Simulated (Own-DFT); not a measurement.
# One host, several defects: C11b WSi2

Source: density functional calculations with Own-DFT, an unreviewed in-house program that is no longer used. Nothing was measured or relaxed, and spin and spin-orbit coupling are left out.

Common settings: PBE; PseudoDojo norm-conserving scalar-relativistic files; cutoff 50 hartree; 5 x 5 x 5 k mesh centred on Gamma; cold (Marzari-Vanderbilt) smearing of 0.2 eV.

Known weak points: forces on such cells failed a check on a denser k mesh; stress not checked against mesh or cutoff.

All runs share one cell, with vectors in Å (-2.148, -5.953, 3.409); (-6.444, 2.976, 1.136); (-2.553, -2.948, -6.757) and a volume of 403.2 Å³. u is the rms random offset of the atoms per axis. The defect's site can differ from row to row.

```
              cell  formula   u (Å)  P (GPa)
         no defect  Si20W10  0.0220     4.79
         no defect  Si20W10  0.0413     5.17
         no defect  Si20W10  0.0531     6.07
    one Si vacancy  Si19W10  0.0288        ?
    one Si vacancy  Si19W10  0.0316     3.35
    one Si vacancy  Si19W10  0.0500     3.72
    one Si vacancy  Si19W10  0.0529     4.66
one W on a Si site  Si19W11  0.0304    10.02
one W on a Si site  Si19W11  0.0489    11.57
one W on a Si site  Si19W11  0.0519    11.26
one Si on a W site   Si21W9  0.0300     6.70
one Si on a W site   Si21W9  0.0325     6.00
one Si on a W site   Si21W9  0.0480     6.87
```

## Working it out

P = P0 + c u² + a shift for each defect gives P0 = 4.37 GPa, c = 583 ± 137 GPa/Å² and a scatter of 0.38 GPa. The shifts, and each times the cell's volume:

- one W on a Si site: 5.41 ± 0.31 GPa, 13.6 eV
- one Si on a W site: 1.33 ± 0.31 GPa, 3.3 eV
- one Si vacancy: -1.68 ± 0.31 GPa, -4.2 eV

Against the defect-free cell, a freed cell would be larger where the shift is positive and smaller where it is negative (160.2 GPa Å³ is 1 eV). The atoms around the defects weren't relaxed, which would change these numbers.

## Test on the hidden row

Asked: what pressure belongs in the blank (one Si vacancy, u = 0.0288 Å)?

The fit gives 3.17 ± 0.47 GPa. The hidden result is 3.29 GPa.
